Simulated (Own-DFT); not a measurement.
# Computed records: Si$_{3}$N$_{4}$ (beta silicon nitride, atoms displaced)

All values are calculated (Own-DFT development build). A calculation, not a measurement: plane-wave PBE density functional theory by an unreviewed code, no spin, of a simulated periodic cell, stress positive in tension, free energy of the whole cell less one offset for each atom, forces on such cells passed a denser k mesh, this cell's mesh not checked; offsets are fitted by least squares, one for each functional and potential file, so energies compare only between cells with the same atoms and settings and are not formation energies; the far tail of each file's local potential was reset to the Coulomb form; each entry is a single point on an unrelaxed cell, so the pressure reflects the starting lattice, mostly measured values (interpolated for alloys), from which strain is counted, and rises with the displacements; printed positions are rounded, which can move forces by about a meV/angstrom; the program, named Own-DFT, is a retired in-house code; no spin-orbit coupling.

Settings shared by all entries: functional PBE; potential files PseudoDojo norm-conserving, scalar-relativistic, standard set; wave cutoff 42 hartree; occupations Fermi-Dirac; smearing width 0.1 eV; k mesh 3 x 3 x 3 centred on Gamma.

(1) Si$_{3}$N$_{4}$ (beta silicon nitride, atoms displaced)

```xyz
42
Lattice="7.6060 0.0000 0.0000 -3.8030 6.5870 0.0000 0.0000 0.0000 8.7270" Properties=species:S:1:pos:R:3 Si3N4
Si    -1.5853     5.0566     0.7921
Si     0.2898     2.6392     0.6859
Si     1.4235     5.4918     0.6754
Si     5.3639     1.4415     2.2318
Si     3.5933     3.9237     2.2135
Si     2.3732     1.1041     2.1341
N      2.3912     0.1125     0.7552
N      6.1647     2.1076     0.7509
N      2.7792     4.4320     0.7633
N      1.3562     6.3966     2.1901
N     -2.4810     4.5415     2.1821
N      1.0868     2.2011     2.1434
N      0.0353     4.3411     0.8145
N      3.8103     2.2578     2.1786
Si    -1.5349     5.0536     3.5933
Si     0.2698     2.6554     3.5386
Si     1.4280     5.4942     3.6059
Si     5.4023     1.5265     5.0773
Si     3.5310     3.9361     5.0993
Si     2.5012     1.1889     5.0290
N      2.3525     0.2584     3.6901
N      6.2693     2.0857     3.6634
N      2.8336     4.3619     3.6793
N      1.4502     6.4027     4.9832
N     -2.4017     4.4757     5.0756
N      1.0425     2.1423     5.1467
N      0.0421     4.3824     3.5770
N      3.8180     2.2478     5.0770
Si    -1.6106     5.0555     6.5671
Si     0.1997     2.7233     6.5916
Si     1.3759     5.4740     6.5285
Si     5.4182     1.4820     7.9516
Si     3.6158     3.9738     7.9332
Si     2.3048     1.1192     7.9987
N      2.3531     0.2045     6.4650
N      6.2454     1.9300     6.5451
N      2.7873     4.4007     6.5176
N      1.3576     6.3600     7.9800
N     -2.3843     4.5425     7.9775
N      1.0802     2.1852     7.9356
N     -0.0642     4.4323     6.4341
N      3.8141     2.2153     7.9879
```

```
free energy of cell above offsets : -3.947 eV
pressure                          : 6.59 GPa
stress xx                         : -4.63 GPa
stress yy                         : -7.94 GPa
stress zz                         : -7.21 GPa
stress yz                         : -0.52 GPa
stress xz                         : 0.05 GPa
stress xy                         : 2.51 GPa
```

Force:
```csv
element,x (eV/Å),y (eV/Å),z (eV/Å)
Si,0.008,-3.985,-1.339
Si,-2.571,1.136,0.704
Si,-1.269,-2.82,2.238
Si,0.82,5.329,-0.765
Si,-1.09,-0.749,-0.57
Si,2.702,1.512,2.142
N,-0.37,2.651,-1.304
N,1.319,-2.138,-0.776
N,0.411,0.529,-1.604
N,0.449,-0.982,-1.401
N,3.093,2.391,0.342
N,-0.228,-0.81,-1.044
N,0.193,1.816,-1.228
N,-0.967,-3.687,-0.021
Si,-1.638,-0.682,1.898
Si,-0.245,0.841,3.792
Si,-0.341,-3.925,-0.287
Si,0.551,1.962,-0.323
Si,3.408,-1.047,-0.14
Si,-1.793,0.95,2.943
N,0.182,-2.736,-3.791
N,-1.378,-2.131,-1.225
N,-2.971,2.427,-2.042
N,-0.175,0.573,3.103
N,0.338,1.571,0.184
N,-0.598,1.179,-1.648
N,0.933,0.98,0.012
N,0.662,-1.433,0.096
Si,-1.115,0.742,-2.576
Si,-0.082,-0.527,-3.432
Si,-0.658,-1.444,-1.83
Si,-1.348,2.416,2.165
Si,-0.085,-2.302,2.566
Si,5.167,-1.079,-1.679
N,0.276,-0.302,2.003
N,0.631,-0.023,-0.067
N,-2.012,1.862,0.981
N,0.455,1.029,-0.645
N,0.169,1.226,1.498
N,-2.503,1.377,1.963
N,3.016,-0.52,1.183
N,-1.345,-1.177,-0.077
```

(2) Si$_{3}$N$_{4}$ (beta silicon nitride, atoms displaced)

```xyz
42
Lattice="7.6060 0.0000 0.0000 -3.8030 6.5870 0.0000 0.0000 0.0000 8.7270" Properties=species:S:1:pos:R:3 Si3N4
Si    -1.6421     5.1164     0.7220
Si     0.1311     2.6599     0.7500
Si     1.3564     5.4745     0.8431
Si     5.3113     1.5290     2.2436
Si     3.5510     3.9390     2.1838
Si     2.5332     1.0970     2.1808
N      2.3576     0.2925     0.7550
N      6.1460     1.8931     0.7294
N      2.7967     4.3199     0.7646
N      1.3470     6.3540     2.1645
N     -2.4395     4.5933     2.1559
N      1.0652     2.1518     2.1126
N     -0.0482     4.4447     0.7375
N      3.7921     2.1291     2.1697
Si    -1.5811     5.1289     3.5370
Si     0.2099     2.6687     3.6996
Si     1.2987     5.3995     3.6821
Si     5.4096     1.5043     5.0266
Si     3.6145     3.9149     5.0740
Si     2.4307     1.1852     5.1298
N      2.3356     0.2808     3.6552
N      6.1974     2.0097     3.6769
N      2.8386     4.4698     3.5357
N      1.3911     6.3548     5.0818
N     -2.3871     4.5051     5.0637
N      0.9750     2.1706     4.9388
N      0.1158     4.3717     3.5524
N      3.8583     2.2038     5.1100
Si    -1.6716     5.0227     6.5430
Si     0.2773     2.6823     6.5393
Si     1.3868     5.3846     6.5078
Si     5.4593     1.5676     8.0427
Si     3.6102     4.0019     7.9116
Si     2.4112     1.2200     8.0376
N      2.3408     0.1612     6.6159
N      6.2024     1.8936     6.5345
N      2.7040     4.4531     6.5637
N      1.3223     6.3929     7.9984
N     -2.4899     4.5903     8.0192
N      1.0411     2.2477     8.0643
N     -0.0019     4.3370     6.4990
N      3.8019     2.1507     8.0540
```

```
free energy of cell above offsets : -2.382 eV
pressure                          : 8.68 GPa
stress xx                         : -10.17 GPa
stress yy                         : -5.45 GPa
stress zz                         : -10.42 GPa
stress yz                         : -0.67 GPa
stress xz                         : -2.77 GPa
stress xy                         : -2.3 GPa
```

Force:
```csv
element,x (eV/Å),y (eV/Å),z (eV/Å)
Si,0.974,0.488,-0.261
Si,0.994,0.849,0.842
Si,0.617,-2.948,-6.112
Si,2.462,-1.096,-1.213
Si,1.68,-2.4,-1.695
Si,-4.013,2.035,0.286
N,-0.284,-3.613,-1.425
N,3.006,1.869,3.31
N,-1.724,2.263,-2.357
N,0.091,2.993,4.778
N,0.3,0.248,0.207
N,-1.233,0.365,2.191
N,-0.532,-1.296,-0.046
N,0.578,3.485,0.823
Si,0.454,-1.264,2.08
Si,-1.718,0.781,-7.946
Si,4.798,2.325,-1.709
Si,-0.245,-0.783,3.54
Si,-0.945,0.311,-1.04
Si,-0.055,-0.7,0.252
N,0.645,-2.492,0.37
N,0.909,0.218,-2.365
N,-1.673,0.669,4.728
N,-0.107,0.557,-0.346
N,0.412,1.439,-0.624
N,4.021,-1.993,7.972
N,-5.941,-1.468,0.407
N,-2.386,-0.092,-0.004
Si,2.298,0.179,-0.098
Si,-2.013,-1.576,0.011
Si,-3.523,3.375,2.487
Si,-3.776,-2.992,-3.305
Si,-3.168,-3.941,3.878
Si,0.383,-1.113,-0.004
N,-0.343,1.388,-1.424
N,2.571,1.356,-0.31
N,3.798,-2.42,-2.327
N,0.934,-0.87,0.428
N,2.813,1.466,-0.738
N,-0.775,-0.147,-2.056
N,-0.991,1.461,-0.034
N,0.707,3.088,-1.15
```

(3) Si$_{3}$N$_{4}$ (beta silicon nitride, atoms displaced)

```xyz
42
Lattice="7.6060 0.0000 0.0000 -3.8030 6.5870 0.0000 0.0000 0.0000 8.7270" Properties=species:S:1:pos:R:3 Si3N4
Si    -1.5158     5.1522     0.6608
Si     0.2328     2.6605     0.7689
Si     1.3957     5.4667     0.5810
Si     5.3496     1.5420     2.1822
Si     3.7074     3.9547     2.1276
Si     2.3750     1.0896     2.2262
N      2.5048     0.2363     0.8196
N      6.2552     1.9814     0.7257
N      2.7706     4.4242     0.7667
N      1.4034     6.3254     2.2603
N     -2.3765     4.6106     2.2195
N      1.0249     2.1668     2.2280
N      0.0249     4.3528     0.7226
N      3.7539     2.2394     2.2500
Si    -1.5078     5.0581     3.6419
Si     0.2125     2.6136     3.5831
Si     1.3450     5.4814     3.7083
Si     5.3916     1.5345     5.1514
Si     3.5798     3.9997     5.1319
Si     2.4979     1.1783     5.1137
N      2.5099     0.1765     3.6803
N      6.2169     1.9416     3.6542
N      2.7350     4.3640     3.5419
N      1.3547     6.4153     5.1902
N     -2.4313     4.5649     5.0311
N      0.9770     2.1932     5.1561
N      0.0110     4.4415     3.6868
N      3.8234     2.1358     5.1824
Si    -1.5792     5.0755     6.5052
Si     0.2215     2.5576     6.6625
Si     1.5006     5.4333     6.5021
Si     5.3854     1.5569     7.9216
Si     3.5171     3.9538     7.9912
Si     2.3899     1.0736     8.0631
N      2.3945     0.2114     6.5872
N      6.1388     2.0198     6.4215
N      2.7623     4.3412     6.4960
N      1.3891     6.3049     8.0059
N     -2.5059     4.5800     7.9726
N      0.9898     2.1488     8.0129
N     -0.0863     4.3737     6.5903
N      3.7665     2.2123     8.0458
```

```
free energy of cell above offsets : -2.416 eV
pressure                          : 8.09 GPa
stress xx                         : -8.66 GPa
stress yy                         : -4.72 GPa
stress zz                         : -10.88 GPa
stress yz                         : 0.98 GPa
stress xz                         : -0.45 GPa
stress xy                         : 0.85 GPa
```

Force:
```csv
element,x (eV/Å),y (eV/Å),z (eV/Å)
Si,-1.597,-3.833,1.275
Si,-0.705,0.412,-0.15
Si,-0.245,-3.516,8.967
Si,-0.133,-1.435,0.531
Si,-2.969,-0.598,1.858
Si,2.103,2.834,2.271
N,-0.795,-1.272,-2.274
N,-0.973,-0.798,-0.806
N,0.109,0.227,-2.143
N,-0.063,2.707,-3.401
N,1.811,1.344,-2.067
N,0.605,-1.134,-2.117
N,0.014,1.448,-0.366
N,0.528,-1.268,-0.677
Si,-2.109,-0.198,0.145
Si,-1.231,2.289,4.354
Si,1.52,-1.479,-1.194
Si,-1.968,-0.997,-5.812
Si,0.869,-3.302,-5.285
Si,-2.673,-0.35,0.386
N,-0.901,0.732,-0.009
N,0.243,0.138,-0.363
N,0.566,0.773,2.995
N,0.731,-0.203,-1.909
N,0.577,1.233,1.276
N,1.599,-1.41,-1.173
N,0.952,-3.048,-0.176
N,0.044,3.402,-0.354
Si,-1.596,-0.689,0.282
Si,-2.577,3.639,-5.002
Si,-4.643,-1.347,1.662
Si,-0.865,0.001,1.759
Si,1.036,-1.778,1.392
Si,1.331,2.576,-1.242
N,-0.353,-0.594,-0.234
N,4.07,1.015,7.097
N,-0.695,0.962,2.288
N,0.836,5.118,-5.182
N,2.067,1.913,0.266
N,1.841,-1.698,3.135
N,3.94,-1.009,0.18
N,-0.302,-0.805,-0.184
```

(4) Si$_{3}$N$_{4}$ (beta silicon nitride, atoms displaced)

```xyz
42
Lattice="7.6060 0.0000 0.0000 -3.8030 6.5870 0.0000 0.0000 0.0000 8.7270" Properties=species:S:1:pos:R:3 Si3N4
Si    -1.5461     5.0994     0.7697
Si     0.2690     2.6058     0.8291
Si     1.3430     5.4516     0.7331
Si     5.4334     1.4512     2.0568
Si     3.6469     3.9817     2.1163
Si     2.3497     1.0472     2.0687
N      2.3943     0.1564     0.7206
N      6.2153     1.9774     0.7470
N      2.7692     4.3341     0.7849
N      1.3604     6.4168     2.0859
N     -2.3704     4.5983     2.2090
N      0.9820     2.1616     2.2605
N     -0.0084     4.4121     0.7362
N      3.7766     2.1814     2.1376
Si    -1.5993     5.0710     3.5379
Si     0.1311     2.6654     3.6268
Si     1.3086     5.4407     3.6741
Si     5.4307     1.5639     5.0815
Si     3.5421     3.8438     5.1166
Si     2.3658     1.1428     5.0078
N      2.3389     0.1948     3.4899
N      6.1583     2.0585     3.7079
N      2.7263     4.4679     3.6680
N      1.4173     6.4130     5.0982
N     -2.4082     4.4980     5.0652
N      1.1230     2.1386     5.0697
N     -0.0063     4.3256     3.6961
N      3.8746     2.2356     5.0866
Si    -1.6099     5.1322     6.5192
Si     0.2505     2.7008     6.5572
Si     1.4018     5.4650     6.5183
Si     5.3616     1.5528     7.9917
Si     3.5695     3.9973     8.0072
Si     2.4153     1.1501     8.0722
N      2.4933     0.3289     6.5167
N      6.2903     1.9522     6.5323
N      2.8631     4.4071     6.5994
N      1.3288     6.3893     7.9731
N     -2.4240     4.5722     7.9122
N      0.9564     2.2036     8.0089
N     -0.0574     4.3808     6.5563
N      3.8580     2.1173     7.9917
```

```
free energy of cell above offsets : -2.456 eV
pressure                          : 8.5 GPa
stress xx                         : -7.13 GPa
stress yy                         : -7.82 GPa
stress zz                         : -10.55 GPa
stress yz                         : 1.11 GPa
stress xz                         : -0.59 GPa
stress xy                         : 1.51 GPa
```

Force:
```csv
element,x (eV/Å),y (eV/Å),z (eV/Å)
Si,-1.305,-3.562,-2.624
Si,-2.511,2.429,-2.741
Si,0.775,-1.079,-1.886
Si,-3.104,2.87,4.771
Si,-1.021,-3.135,4.369
Si,2.047,5.314,3.347
N,-0.677,0.29,-1.868
N,2.447,0.827,-2.348
N,-1.694,2.175,-2.809
N,0.041,-2.188,2.969
N,-1.618,-0.433,-3.65
N,1.155,-1.388,-1.347
N,0.726,-1.659,0.544
N,0.09,-0.079,-0.276
Si,0.915,-0.878,5.595
Si,1.298,-0.918,2.398
Si,1.013,0.02,-1.125
Si,-1.136,-0.445,2.115
Si,1.263,2.2,-1.381
Si,4.759,-0.658,0.152
N,0.35,-1.02,2.745
N,1.273,-0.918,-4.417
N,1.522,-0.656,-1.099
N,-0.302,-0.008,-0.622
N,0.347,2.121,-0.404
N,-4.887,3.3,0.043
N,-0.615,2.732,-0.762
N,-2.539,-2.982,-0.361
Si,-0.003,-0.26,-1.441
Si,-0.98,-0.418,-1.403
Si,-0.88,-1.283,0.847
Si,3.171,-1.127,-1.012
Si,1.891,-3.199,1.503
Si,0.547,1.606,-3.55
N,-1.209,-2.979,0.656
N,-0.295,-0.37,0.705
N,-3.398,1.581,-2.094
N,0.956,-0.24,0.898
N,0.55,1.277,3.188
N,2.601,-1.553,2.101
N,2.495,1.247,-0.287
N,-4.057,3.447,0.561
```
